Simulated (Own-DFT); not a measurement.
# Computed records: Si$_{24}$O$_{47}$ (quartz with one neutral oxygen vacancy, atoms displaced)

A calculation, not a measurement: plane-wave PBE and HSE06 DFT by an unreviewed code, no spin, of a simulated cell at Gamma alone, so results move with cell size and shape, stress positive in tension, energies less offsets, not probed for a lower state with spin; oxygen file: force components 24 meV/angstrom off all-electron in a glass; k mesh not checked against a denser one; forces and stress are PBE's, HSE06 gives the energy alone, and its difference from PBE has offsets of its own; offsets are fitted by least squares, one for each functional and potential file, so energies compare only between cells with the same atoms and settings and are not formation energies; the far tail of each file's local potential was reset to the Coulomb form; each entry is a single point on an unrelaxed cell, so the pressure reflects the starting lattice, mostly measured values (interpolated for alloys), from which strain is counted, and rises with the displacements; printed positions are rounded, which can move forces by about a meV/angstrom; the program, named Own-DFT, is a retired in-house code; no spin-orbit coupling. Program: Own-DFT development build.

Common to all runs: first functional PBE; second functional HSE06; exact exchange share 0.25; screening 0.11 1/bohr; exchange divergence Gygi-Baldereschi; potential files PseudoDojo norm-conserving, scalar-relativistic, made for PBE, standard set; wave cutoff 48 hartree; occupations fixed; k mesh 1 x 1 x 1 centred on Gamma.

(1) Si$_{24}$O$_{47}$ (quartz with one neutral oxygen vacancy, atoms displaced)

```cif
# cell vector a (Å): 9.8268 0.0000 0.0000
# cell vector b (Å): -4.9134 8.5103 0.0000
# cell vector c (Å): 0.0000 0.0000 10.8104
data_Si24O47
_symmetry_space_group_name_H-M 'P 1'
_symmetry_Int_Tables_number 1
_cell_length_a 9.8268
_cell_length_b 9.8268
_cell_length_c 10.8104
_cell_angle_alpha 90.000
_cell_angle_beta 90.000
_cell_angle_gamma 120.000
_cell_volume 904.06
loop_
_atom_site_label
_atom_site_type_symbol
_atom_site_fract_x
_atom_site_fract_y
_atom_site_fract_z
_atom_site_occupancy
Si1 Si 0.23755 0.00431 0.00603 1
Si2 Si 0.99849 0.23137 0.33173 1
Si3 Si 0.26632 0.26741 0.16699 1
O1 O 0.21617 0.13667 0.06003 1
O2 O 0.42111 0.29146 0.22225 1
O3 O 0.36565 0.07215 0.39076 1
O4 O 0.08042 0.36385 0.44046 1
O5 O 0.13402 0.21013 0.27314 1
O6 O 0.29515 0.42766 0.10689 1
Si4 Si 0.23265 0.99733 0.49514 1
Si5 Si 0.00106 0.23858 0.83550 1
Si6 Si 0.26607 0.27132 0.66873 1
O7 O 0.20451 0.13239 0.56397 1
O8 O 0.43048 0.29548 0.72642 1
O9 O 0.36306 0.07317 0.89250 1
O10 O 0.08032 0.36553 0.94463 1
O11 O 0.13067 0.20800 0.77489 1
O12 O 0.30621 0.43271 0.60839 1
Si7 Si 0.23988 0.50646 0.00019 1
Si8 Si 0.99807 0.73235 0.33632 1
Si9 Si 0.26661 0.76263 0.16423 1
O13 O 0.20158 0.63422 0.05813 1
O14 O 0.43003 0.79673 0.23116 1
O15 O 0.36825 0.57539 0.39704 1
O16 O 0.08074 0.86698 0.43614 1
O17 O 0.13526 0.70545 0.27516 1
O18 O 0.28565 0.91906 0.10781 1
Si10 Si 0.23524 0.49838 0.50061 1
Si11 Si 0.99954 0.73196 0.83313 1
Si12 Si 0.26711 0.76654 0.66448 1
O19 O 0.20836 0.62979 0.56149 1
O20 O 0.42982 0.79642 0.72518 1
O21 O 0.36993 0.57522 0.89184 1
O22 O 0.06877 0.86579 0.94251 1
O23 O 0.13781 0.71010 0.77544 1
O24 O 0.29182 0.92596 0.61120 1
Si13 Si 0.73337 0.99907 0.00194 1
Si14 Si 0.50085 0.23557 0.32891 1
Si15 Si 0.76701 0.26998 0.16911 1
O25 O 0.70992 0.13804 0.05924 1
O26 O 0.86479 0.07151 0.39604 1
O27 O 0.57291 0.36938 0.43867 1
O28 O 0.63195 0.20559 0.27080 1
O29 O 0.78895 0.42906 0.10516 1
Si16 Si 0.73552 0.99881 0.49833 1
Si17 Si 0.50356 0.23784 0.83080 1
Si18 Si 0.76233 0.26527 0.66424 1
O30 O 0.70437 0.14010 0.55716 1
O31 O 0.92643 0.29665 0.73018 1
O32 O 0.86864 0.07198 0.89024 1
O33 O 0.57643 0.37908 0.93558 1
O34 O 0.63117 0.20055 0.77212 1
O35 O 0.79195 0.42639 0.60868 1
Si19 Si 0.73914 0.50317 0.00329 1
Si20 Si 0.50076 0.73282 0.33506 1
Si21 Si 0.76102 0.76437 0.16585 1
O36 O 0.70885 0.63858 0.05748 1
O37 O 0.92824 0.79361 0.22971 1
O38 O 0.86051 0.56993 0.38923 1
O39 O 0.57176 0.85764 0.44365 1
O40 O 0.63280 0.70768 0.27361 1
O41 O 0.79198 0.92236 0.10541 1
Si22 Si 0.73558 0.49594 0.50049 1
Si23 Si 0.49839 0.73322 0.83052 1
Si24 Si 0.76466 0.76501 0.66466 1
O42 O 0.70534 0.62850 0.55929 1
O43 O 0.92526 0.79240 0.72895 1
O44 O 0.86272 0.57085 0.90169 1
O45 O 0.57270 0.86627 0.94164 1
O46 O 0.63919 0.70738 0.77231 1
O47 O 0.79715 0.92744 0.60639 1
```

The calculation gives: PBE energy of cell above offsets -24.184 eV; HSE06 less PBE above offsets -0.725 eV; PBE pressure 7.39 GPa; PBE stress xx -6.61 GPa; PBE stress yy -8.1 GPa; PBE stress zz -7.46 GPa; PBE stress yz 1.17 GPa; PBE stress xz 1.15 GPa; PBE stress xy 0.19 GPa.

Force:
```
element  x (eV/Å)  y (eV/Å)  z (eV/Å)
     Si     0.297     -3.09    -3.493
     Si    -2.986     1.175    -0.805
     Si    -1.801    -0.432    -1.331
      O     -2.22     1.861     1.178
      O     3.371     0.462     1.874
      O     0.556     0.548    -0.635
      O    -1.243    -1.144    -0.426
      O     0.753    -0.675     -0.39
      O    -0.337     1.154    -0.149
     Si     1.235     2.621     3.584
     Si    -0.453    -0.607     0.133
     Si     1.224    -2.191      0.53
      O     0.371    -0.544    -0.791
      O    -1.033     0.332     -0.98
      O     0.677     0.656    -0.049
      O    -0.739     0.123     0.124
      O     1.302     0.237    -0.727
      O    -1.049     1.302     -0.84
     Si     0.338    -1.014     0.051
     Si      0.95    -0.423    -2.095
     Si    -0.279     0.161     2.552
      O     0.417    -0.765    -0.738
      O    -0.803      0.02    -1.186
      O      0.28    -0.715    -0.644
      O    -1.831    -1.208     0.256
      O    -0.043    -0.321     0.033
      O     0.459     1.256     0.256
     Si     1.528      0.21     0.871
     Si    -0.565      0.54     1.623
     Si    -0.006     -0.86     1.064
      O    -0.986     0.571     0.215
      O     0.076     0.129    -0.354
      O    -0.399    -1.061     0.432
      O     0.675     0.546     0.316
      O     0.313    -0.647    -0.117
      O    -0.921     1.595    -1.903
     Si     0.922     0.841     -1.46
     Si    -1.401     0.342     1.276
     Si      3.14    -0.224     0.218
      O    -0.074     0.052     0.072
      O     1.263     0.379    -1.414
      O    -0.384    -1.246    -0.874
      O    -0.238    -0.446     0.509
      O     2.195    -1.595      3.24
     Si    -1.894    -0.067     2.177
     Si    -0.595    -0.402     2.004
     Si     1.349    -0.238     2.131
      O     1.188    -2.467    -1.898
      O     -0.79     0.342    -0.823
      O      -0.9    -0.657     1.238
      O    -0.099    -1.263    -0.256
      O     0.151    -0.038     0.182
      O     0.275     0.942     0.095
     Si    -4.215    -0.026    -0.931
     Si    -0.594    -0.134    -0.187
     Si     2.334    -0.493     1.005
      O    -0.351    -0.447     0.027
      O    -1.416     0.145    -0.845
      O     0.559    -0.433     0.267
      O     0.116      1.57     1.127
      O     0.619      -0.6     0.056
      O    -0.417     1.794    -0.075
     Si    -1.016     0.688    -0.351
     Si      1.95     1.655     0.081
     Si     1.214    -0.615    -0.148
      O    -0.295     0.789     0.191
      O     0.189    -0.064    -0.621
      O     3.242     2.312     -3.74
      O    -0.521    -0.735    -0.539
      O    -2.135    -0.404     1.345
      O      -0.5     0.944    -0.515
```

(2) Si$_{24}$O$_{47}$ (quartz with one neutral oxygen vacancy, atoms displaced)

```cif
# cell vector a (Å): 9.8268 0.0000 0.0000
# cell vector b (Å): -4.9134 8.5103 0.0000
# cell vector c (Å): 0.0000 0.0000 10.8104
data_Si24O47
_symmetry_space_group_name_H-M 'P 1'
_symmetry_Int_Tables_number 1
_cell_length_a 9.8268
_cell_length_b 9.8268
_cell_length_c 10.8104
_cell_angle_alpha 90.000
_cell_angle_beta 90.000
_cell_angle_gamma 120.000
_cell_volume 904.06
loop_
_atom_site_label
_atom_site_type_symbol
_atom_site_fract_x
_atom_site_fract_y
_atom_site_fract_z
_atom_site_occupancy
Si1 Si 0.24092 0.00364 0.99789 1
Si2 Si 0.00445 0.23611 0.33440 1
Si3 Si 0.26697 0.26081 0.16470 1
O1 O 0.20426 0.12645 0.06099 1
O2 O 0.42594 0.29448 0.23139 1
O3 O 0.36692 0.07874 0.39282 1
O4 O 0.07202 0.36864 0.44361 1
O5 O 0.13669 0.20856 0.27467 1
O6 O 0.29618 0.42736 0.10390 1
Si4 Si 0.23765 0.00026 0.49990 1
Si5 Si 0.00340 0.24305 0.83340 1
Si6 Si 0.26460 0.26708 0.66755 1
O7 O 0.20412 0.13062 0.55247 1
O8 O 0.42392 0.29102 0.72507 1
O9 O 0.36500 0.07322 0.89346 1
O10 O 0.07234 0.36766 0.94502 1
O11 O 0.13831 0.21129 0.77309 1
O12 O 0.29363 0.42486 0.60706 1
Si7 Si 0.23283 0.49724 0.00043 1
Si8 Si 0.99753 0.73188 0.33171 1
Si9 Si 0.26626 0.76771 0.16775 1
O13 O 0.20747 0.63856 0.06376 1
O14 O 0.43063 0.79418 0.22633 1
O15 O 0.36658 0.57323 0.39335 1
O16 O 0.06830 0.86207 0.43391 1
O17 O 0.13374 0.70630 0.27098 1
O18 O 0.29994 0.93021 0.10728 1
Si10 Si 0.23427 0.49943 0.50169 1
Si11 Si 0.99533 0.73464 0.83620 1
Si12 Si 0.26771 0.76541 0.67146 1
O19 O 0.20803 0.63237 0.55790 1
O20 O 0.42815 0.79357 0.72871 1
O21 O 0.37180 0.57307 0.89764 1
O22 O 0.07689 0.87453 0.94141 1
O23 O 0.13892 0.71154 0.77737 1
O24 O 0.29628 0.92873 0.61082 1
Si13 Si 0.73513 0.00347 0.00031 1
Si14 Si 0.49824 0.23405 0.33385 1
Si15 Si 0.76681 0.26517 0.16356 1
O25 O 0.70906 0.13340 0.06093 1
O26 O 0.91924 0.28478 0.22432 1
O27 O 0.86020 0.06866 0.39104 1
O28 O 0.57464 0.36513 0.43355 1
O29 O 0.63541 0.20415 0.27103 1
O30 O 0.79146 0.43087 0.11223 1
Si16 Si 0.73399 0.99732 0.49926 1
Si17 Si 0.49646 0.23637 0.83050 1
Si18 Si 0.76654 0.26771 0.66833 1
O31 O 0.70192 0.12880 0.55886 1
O32 O 0.93004 0.29242 0.72445 1
O33 O 0.86355 0.07531 0.88979 1
O34 O 0.56991 0.36627 0.94197 1
O35 O 0.79776 0.42668 0.61219 1
Si19 Si 0.73511 0.49889 0.00003 1
Si20 Si 0.49638 0.72923 0.33212 1
Si21 Si 0.77010 0.76528 0.16667 1
O36 O 0.71009 0.63503 0.05411 1
O37 O 0.92058 0.79052 0.22404 1
O38 O 0.86373 0.57407 0.39427 1
O39 O 0.57294 0.86869 0.44048 1
O40 O 0.63403 0.71231 0.27511 1
O41 O 0.79403 0.92523 0.11059 1
Si22 Si 0.74081 0.49916 0.50327 1
Si23 Si 0.51187 0.74312 0.82920 1
Si24 Si 0.76758 0.76679 0.66322 1
O42 O 0.70779 0.63465 0.55689 1
O43 O 0.92704 0.79451 0.72365 1
O44 O 0.86857 0.57483 0.88879 1
O45 O 0.56833 0.86729 0.93528 1
O46 O 0.63850 0.71057 0.77515 1
O47 O 0.79484 0.92776 0.60883 1
```

It finds PBE energy of cell above offsets -23.626 eV; HSE06 less PBE above offsets -0.662 eV; PBE pressure 7.33 GPa; PBE stress xx -7.66 GPa; PBE stress yy -7.58 GPa; PBE stress zz -6.75 GPa; PBE stress yz 0.63 GPa; PBE stress xz -0.89 GPa; PBE stress xy 0.5 GPa.

Force:
```
element  x (eV/Å)  y (eV/Å)  z (eV/Å)
     Si    -0.194    -2.151     2.046
     Si    -2.028     -0.93     0.002
     Si    -0.959     1.363     0.246
      O      -0.9     1.298      0.48
      O    -0.423     0.458    -1.395
      O    -0.135    -2.177     0.445
      O    -0.566    -1.085    -0.801
      O     0.397    -0.192    -0.239
      O     0.758    -1.388     1.262
     Si    -0.549    -1.891    -0.523
     Si     0.892     -2.04     0.693
     Si     0.515    -1.971    -2.377
      O    -1.027     2.018     2.059
      O    -0.088     0.671    -0.747
      O     1.667     1.094    -2.108
      O    -1.283    -1.057    -0.763
      O    -1.595    -0.502     1.632
      O    -0.213     1.222    -0.386
     Si      0.81     3.554     0.547
     Si     0.205    -0.173    -1.337
     Si     1.348      0.71      0.19
      O      0.66    -2.437    -2.003
      O    -1.057     0.223    -0.621
      O    -0.493    -1.685     0.676
      O     1.153     2.472     2.208
      O    -1.041    -0.446     1.092
      O    -0.349     0.843    -0.388
     Si      1.04      0.14     -0.61
     Si      2.01     3.031    -1.256
     Si    -0.484    -0.358    -1.779
      O    -0.985      1.76      1.61
      O     0.236     0.439    -0.933
      O     0.208     1.024    -1.134
      O    -0.905    -1.755    -1.026
      O     -1.36    -0.471     0.902
      O    -0.258     0.177    -0.595
     Si     1.121    -2.592    -0.223
     Si     2.654    -0.182    -1.825
     Si    -1.831     0.312     1.268
      O    -1.098     0.244    -0.906
      O     3.016     0.722      1.38
      O     1.533     1.521    -0.951
      O     1.093     2.722     3.057
      O    -1.436    -0.123      0.62
      O     0.482    -0.034    -0.432
     Si    -0.231      0.09     0.314
     Si     3.734    -0.103    -0.101
     Si    -1.605    -3.662     1.505
      O     -0.41     1.576     1.287
      O     -0.48     0.761    -0.705
      O     0.455     0.543    -0.137
      O    -0.039    -0.254    -0.183
      O    -0.657     2.403    -1.353
     Si     0.177      0.12    -0.604
     Si     0.071      2.54     0.917
     Si    -4.711    -1.542     -1.29
      O    -0.672     0.964     0.758
      O     4.626     0.291     2.116
      O     0.943     -0.35    -0.745
      O    -0.768    -1.691    -0.622
      O     2.205     -0.67    -1.118
      O    -1.144     1.676    -1.792
     Si    -2.234    -0.955    -0.741
     Si    -2.613    -3.267     1.884
     Si    -0.314    -0.625     0.541
      O     0.021    -0.605     0.003
      O     1.241     0.044     0.712
      O    -1.053    -2.697     1.588
      O     0.957     2.681     2.333
      O      2.21    -0.537    -1.212
      O    -0.252     0.895    -0.408
```
